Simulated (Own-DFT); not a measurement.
# Strain and stress in wurtzite GaN, 96 atoms (Ga48N48)

These are calculations, not measurements. They come from Own-DFT, an in-house plane-wave density functional program, since retired, whose code no person has reviewed. Each row is one single-point run on a periodic cell that was not relaxed, without spin or spin-orbit coupling.

Settings of every run: PBE; PseudoDojo norm-conserving scalar-relativistic files (stringent for Ga); cutoff 96 hartree; 3 x 4 x 3 k mesh centred on Gamma; Gaussian smearing of 0.01 eV.

Known limits: forces on such cells passed a denser k mesh, each cell not checked; stress not checked against mesh or cutoff.

Unstrained cell vectors in Å: (12.756, 0.000, 0.000); (-4.784, 8.285, 0.000); (0.000, 0.000, 10.370). The unstrained cell has measured lattice constants (interpolated for alloys), not those of this functional. That, the random moves and any unrelaxed bonds set the pressure at no strain. Each run strains this cell uniformly, with the atoms carried along. Every atom was also moved at random, by a Gaussian of width 0.05 Å on each axis. Strain is the symmetric tensor, in per cent. Stress is positive in tension, and the pressure is minus a third of its trace.

```
run  e_xx (%)  e_yy (%)  e_zz (%)  e_yz (%)  e_xz (%)  e_xy (%)  s_xx (GPa)  s_yy (GPa)  s_zz (GPa)  s_yz (GPa)  s_xz (GPa)  s_xy (GPa)  P (GPa)  E (meV/atom)
  1      0.93      1.32      1.23     -1.19      0.06     -0.99       -0.47        0.72       -1.15       -1.69        0.16       -2.96     0.30           0.0
  2      0.85      1.35     -0.94      0.17     -0.06      0.75       -2.65       -1.17      -11.21        0.13       -0.45        2.58     5.01          23.1
  3     -0.96     -1.96      0.29      1.28     -0.33      0.97      -14.64      -15.82       -7.82        2.07       -1.15        4.79    12.76          42.4
  4     -0.22     -0.89      1.13      1.27     -1.09      1.20       -7.49       -9.91       -4.12        2.85       -2.39        3.69     7.17          27.9
  5      1.17     -0.99      1.53      1.85     -0.59      0.43       -2.08       -8.41       -0.34        3.80       -0.75        0.72     3.61          17.1
  6      0.22      1.36      0.51     -1.46     -1.90      0.08       -3.58       -1.28       -4.57       -2.43       -3.72        0.57     3.14          10.3
  7     -0.27     -1.05      1.37     -0.07      1.33      1.50       -9.04      -10.18       -2.58       -0.29        3.23        5.05     7.27          27.3
  8      1.48     -0.62     -1.77     -1.41      1.68      1.34       -2.80       -9.06      -16.30       -3.17        3.36        4.57     9.38          36.9
  9      1.51      1.45     -0.36     -0.64      1.75     -1.66        0.04       -0.26       -6.62       -0.95        4.14       -4.68     2.28          11.2
 10     -1.31     -0.77     -0.85     -1.75      1.11      1.86      -16.04      -13.87      -12.62       -4.50        2.65        7.54    14.17          65.2
 11      1.94      0.62      0.21     -1.67     -1.77      0.86        0.91       -2.16       -6.16       -3.33       -3.71        2.21     2.47          31.8
 12     -0.45     -1.52     -0.62      0.80      1.74     -0.50      -12.16      -13.47      -12.78        0.98        4.69       -1.99    12.81          48.6
 13      0.94      1.83      0.18      0.25     -0.68      1.64       -1.28       -0.28       -4.32        0.75       -1.51        4.18     1.96          21.3
 14     -1.95      1.50     -0.03      1.00     -0.71     -0.46      -16.38       -3.68       -7.29        2.64       -2.02       -1.28     9.11          47.2
 15      0.67     -2.00     -1.01      1.16      1.94     -0.27       -7.52      -16.16      -12.87        1.43        4.04       -1.13    12.18          44.5
 16     -1.98     -1.13      0.48     -1.23     -1.38     -0.85           ?           ?           ?           ?           ?           ?        ?             ?
```

E is the free energy for each atom above the lowest run shown.

## Worked fit

Each stress component was fitted by least squares to a constant and the strains of the runs shown, as fractions, with shears doubled. Shear strains stay in the fit of a normal stress only where such slopes are resolved. The slopes, in GPa:

| stress | at no strain | per e_xx | per e_yy | per e_zz | scatter |
|---|---|---|---|---|---|
| s_xx | -7.8 | 478 ± 20 | 105 ± 16 | 101 ± 22 | 0.80 |
| s_yy | -7.3 | 126 ± 18 | 389 ± 15 | 99 ± 20 | 0.75 |
| s_zz | -7.8 | 41 ± 18 | 79 ± 14 | 459 ± 20 | 0.72 |

Each shear stress against twice its own strain: yz 102 ± 3, xz 112 ± 6, xy 155 ± 11 GPa. These are stiffnesses along x, y and z of the frame in which the cell vectors are given, which need not be the crystal's axes. The atoms are held to the strained lattice; where symmetry lets them move under strain, relaxing them would lower some slopes. The table should be nearly symmetric about its diagonal, and what it lacks of that shows the noise. A ninth of its sum, 209 ± 4 GPa, estimates the bulk modulus near the mean pressure of these runs, 6.9 GPa, so it lies above the value at zero pressure.

## Withheld run

Question: what normal stresses and pressure should run 16 give?

The fit gives s_xx = -18.0, s_yy = -13.8, s_zz = -7.3 and P = 13.0 GPa. The calculation gave -20.28, -13.46, -7.60 and P = 13.78 GPa.
